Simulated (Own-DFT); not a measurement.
# Which defects push the lattice out? zincblende GaP

Everything here is calculated. The program is Own-DFT (plane waves, in-house, since retired, never reviewed by a person); positions were held fixed, and spin and spin-orbit coupling were off.

All runs used: PBE; PseudoDojo norm-conserving scalar-relativistic files; cutoff 42 hartree; 2 x 3 x 3 k mesh centred on Gamma; Fermi-Dirac smearing of 0.1 eV.

Keep in mind (not all hold for every row): not probed for a lower state with spin; forces on such cells failed a check on a denser k mesh; forces on such cells moved up to 12 meV/angstrom on a denser k mesh; forces on such cells passed a denser k mesh, each cell not checked; stress not checked against mesh or cutoff.

All runs share one cell, with vectors in Å (16.352, 0.000, 0.000); (0.000, 10.901, 0.000); (0.000, 0.000, 10.901) and a volume of 1943.1 Å³. Atoms were moved at random from their sites; u is the rms move along one axis. The defect's site can differ from row to row.

| cell | formula | u (Å) | P (GPa) |
|---|---|---|---|
| no defect | Ga48P48 | 0.0201 | 2.70 |
| no defect | Ga48P48 | 0.0476 | 3.17 |
| no defect | Ga48P48 | 0.0481 | 3.18 |
| two P vacancies | Ga48P46 | 0.0282 | ? |
| two P vacancies | Ga48P46 | 0.0307 | 2.46 |
| two P vacancies | Ga48P46 | 0.0484 | 2.77 |
| two P vacancies | Ga48P46 | 0.0500 | 2.75 |
| one Ga on a P site and one P on a Ga site | Ga48P48 | 0.0285 | 2.94 |
| one Ga on a P site and one P on a Ga site | Ga48P48 | 0.0292 | 2.93 |
| one Ga on a P site and one P on a Ga site | Ga48P48 | 0.0496 | 3.27 |
| one P on a Ga site | Ga47P49 | 0.0306 | 2.93 |
| one P on a Ga site | Ga47P49 | 0.0308 | 2.93 |
| one P on a Ga site | Ga47P49 | 0.0505 | 3.33 |
| one Ga on a P site | Ga49P47 | 0.0301 | 3.15 |
| one Ga on a P site | Ga49P47 | 0.0324 | 3.21 |
| one Ga on a P site | Ga49P47 | 0.0480 | 3.56 |

## Working it out

P = P0 + c u² + a shift for each defect gives P0 = 2.62 GPa, c = 239 ± 11 GPa/Å² and a scatter of 0.03 GPa. The shifts, and each times the cell's volume:

- one Ga on a P site: 0.35 ± 0.03 GPa, 4.2 eV
- one Ga on a P site and one P on a Ga site: 0.10 ± 0.03 GPa, 1.2 eV
- one P on a Ga site: 0.09 ± 0.03 GPa, 1.1 eV
- two P vacancies: -0.42 ± 0.03 GPa, -5.1 eV (-2.6 eV for each of its 2 sites)

Positive is outwards. The product with the volume (160.2 GPa Å³ to the eV) is nearly free of the cell's size; divided by the bulk modulus at the cell's pressure it gives the volume that the defect adds. The atoms around the defects weren't relaxed, which would change these numbers.

## Check

The question: what pressure belongs in the blank (two P vacancies, u = 0.0282 Å)?

From the fit: 2.39 ± 0.04 GPa. The calculation gave 2.44 GPa.
